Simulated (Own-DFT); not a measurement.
# What a defect does to the pressure of its cell: zincblende InP

Source: density functional calculations with Own-DFT, an unreviewed in-house program that is no longer used. Nothing was measured or relaxed, and spin and spin-orbit coupling are left out.

Common settings: PBE; PseudoDojo norm-conserving scalar-relativistic files; cutoff 36 hartree; 3 x 3 x 3 k mesh centred on Gamma; Fermi-Dirac smearing of 0.1 eV.

Known weak points (not all hold for every row): not probed for a lower state with spin; forces on such cells moved up to 12 meV/angstrom on a denser k mesh; stress not checked against mesh or cutoff.

All runs share one cell, with vectors in Å (11.737, 0.000, 0.000); (0.000, 11.737, 0.000); (0.000, 0.000, 11.737) and a volume of 1617.0 Å³. The atoms are randomly displaced, by u rms on each axis. The defect's site can differ from row to row.

| cell | formula | u (Å) | P (GPa) |
|---|---|---|---|
| no defect | In32P32 | 0.0198 | 3.19 |
| no defect | In32P32 | 0.0217 | 3.22 |
| no defect | In32P32 | 0.0450 | 3.51 |
| one In on a P site and one P on an In site | In32P32 | 0.0308 | 3.70 |
| one In on a P site and one P on an In site | In32P32 | 0.0316 | 3.64 |
| one In on a P site and one P on an In site | In32P32 | 0.0454 | ? |
| one In on a P site and one P on an In site | In32P32 | 0.0484 | 3.88 |
| two P vacancies | In32P30 | 0.0289 | 2.98 |
| two P vacancies | In32P30 | 0.0302 | 2.94 |
| two P vacancies | In32P30 | 0.0303 | 3.02 |

## Fit

P = P0 + c u² + a shift for each defect gives P0 = 3.14 GPa, c = 172 ± 23 GPa/Å² and a scatter of 0.04 GPa. The shifts, and each times the cell's volume:

- one In on a P site and one P on an In site: 0.35 ± 0.03 GPa, 3.6 eV
- two P vacancies: -0.31 ± 0.03 GPa, -3.2 eV (-1.6 eV for each of its 2 sites)

Positive is outwards. The product with the volume (160.2 GPa Å³ to the eV) is nearly free of the cell's size; divided by the bulk modulus at the cell's pressure it gives the volume that the defect adds. The atoms around the defects weren't relaxed, which would change these numbers.

## The run left out

Question: what pressure belongs in the blank (one In on a P site and one P on an In site, u = 0.0454 Å)?

Estimate: 3.85 ± 0.05 GPa. The calculation gave 3.85 GPa.
